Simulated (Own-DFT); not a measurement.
# How strain changes the stress of wurtzite GaN, 72 atoms (Ga36N36)

These are calculations, not measurements. The program, named Own-DFT, is a retired in-house plane-wave density functional code that no person has reviewed. Each row is one single-point run on a periodic cell that was not relaxed, without spin or spin-orbit coupling.

Settings of every run: PBE; PseudoDojo norm-conserving scalar-relativistic files (stringent for Ga); cutoff 96 hartree; 4 x 4 x 3 k mesh centred on Gamma; Gaussian smearing of 0.01 eV.

Known limits: forces not confirmed at this smearing and k mesh; stress not checked against mesh or cutoff.

Unstrained cell vectors in Å: (9.567, 0.000, 0.000); (-4.783, 8.285, 0.000); (0.000, 0.000, 10.370). The unstrained cell has measured lattice constants (interpolated for alloys), not those of this functional. That, the random moves and any unrelaxed bonds set the pressure at no strain. Each run strains this cell uniformly, with the atoms carried along. Every atom was also moved at random, by a Gaussian of width 0.05 Å on each axis. Strain is the symmetric tensor, in per cent. Stress is positive in tension, and the pressure is minus a third of its trace.

```
run  e_xx (%)  e_yy (%)  e_zz (%)  e_yz (%)  e_xz (%)  e_xy (%)  s_xx (GPa)  s_yy (GPa)  s_zz (GPa)  s_yz (GPa)  s_xz (GPa)  s_xy (GPa)  P (GPa)  E (meV/atom)
  1      0.69     -0.38      1.38      1.18     -1.98      0.78       -3.58       -8.90       -0.90        2.27       -4.27        3.31     4.46          22.9
  2     -0.61      1.46      0.94      1.41      1.87      0.05       -6.04       -0.33       -4.31        3.25        4.38       -0.66     3.56           8.1
  3      0.26     -0.55      1.19      0.35     -1.11     -0.05       -4.05       -8.60       -2.43        0.54       -2.63       -0.42     5.03           0.0
  4     -1.97     -0.99      0.27      1.01     -1.58      1.04      -17.77      -12.83       -8.89        2.97       -3.44        4.14    13.16          45.1
  5     -1.05     -0.67     -1.64      0.91     -0.29     -0.34      -11.93      -12.70      -17.99        0.62       -1.52       -0.99    14.21          37.5
  6     -1.60      1.30      1.19      0.02     -0.27     -1.16      -10.56       -3.34       -1.97        0.00       -0.43       -3.70     5.29           6.3
  7      0.74      1.09     -0.23     -1.33      1.36      0.65       -3.86       -0.55       -7.06       -1.51        2.76        1.21     3.82           5.9
  8      1.63      1.80      0.70     -0.76     -1.18      1.30        1.40        1.71       -2.29       -1.68       -2.17        3.98    -0.27           7.8
  9     -0.46      1.28     -1.74     -0.12     -0.85      0.81       -8.92       -4.56      -14.44        0.39       -1.73        2.06     9.31          32.9
 10     -0.46     -0.25     -1.82      0.21     -1.66     -1.98       -9.07      -13.57      -17.47        0.75       -3.47       -7.20    13.37          55.3
 11      1.14      0.03     -0.58      0.24     -1.79     -1.48       -4.58       -6.29       -7.64        0.34       -4.16       -3.92     6.17          25.4
 12     -0.87      0.37     -1.22     -1.60      1.44      0.12      -10.80       -7.98      -15.29       -3.65        3.00        1.27    11.36          45.2
 13     -1.58     -1.65     -1.77     -1.38      0.29     -0.11      -16.37      -17.08      -19.05       -2.94        0.63       -0.08    17.50          39.6
 14     -1.83     -0.26     -1.13     -0.82     -0.14      1.80      -15.37      -12.51      -15.94       -1.22       -1.37        5.78    14.61          50.9
 15      0.05     -1.95      1.21      1.67      1.63     -1.80      -10.43      -15.26       -4.20        3.59        3.92       -4.37     9.97          67.8
 16     -1.61      1.42     -1.13      1.81     -0.41     -0.47      -14.05       -4.57      -12.93        4.44       -0.15       -1.51    10.51          49.8
 17      1.87     -1.70      1.59     -0.03      1.86     -1.04           ?           ?           ?           ?           ?           ?        ?             ?
```

E is the free energy for each atom above the lowest run shown.

## Worked fit

Each stress component was fitted by least squares to a constant and the strains of the runs shown, as fractions, with shears doubled. Shear strains stay in the fit of a normal stress only where such slopes are resolved. The slopes, in GPa:

```
stress,at no strain,per e_xx,per e_yy,per e_zz,scatter
s_xx,-7.3,388 ± 34,127 ± 30,64 ± 30,1.34
s_yy,-7.8,98 ± 31,431 ± 28,94 ± 27,1.22
s_zz,-7.9,106 ± 24,85 ± 22,464 ± 21,0.96
```

Each shear stress against twice its own strain: yz 105 ± 10, xz 110 ± 5, xy 160 ± 9 GPa. These are stiffnesses along x, y and z of the frame in which the cell vectors are given, which need not be the crystal's axes. The atoms are held to the strained lattice; where symmetry lets them move under strain, relaxing them would lower some slopes. The table should be nearly symmetric about its diagonal, and what it lacks of that shows the noise. A ninth of its sum, 206 ± 5 GPa, estimates the bulk modulus near the mean pressure of these runs, 8.9 GPa, so it lies above the value at zero pressure.

## Withheld run

Question: what normal stresses and pressure should run 17 give?

The fit gives s_xx = -1.1, s_yy = -11.8, s_zz = 0.0 and P = 4.3 GPa. The calculation gave 0.22, -11.02, -0.54 and P = 3.78 GPa.
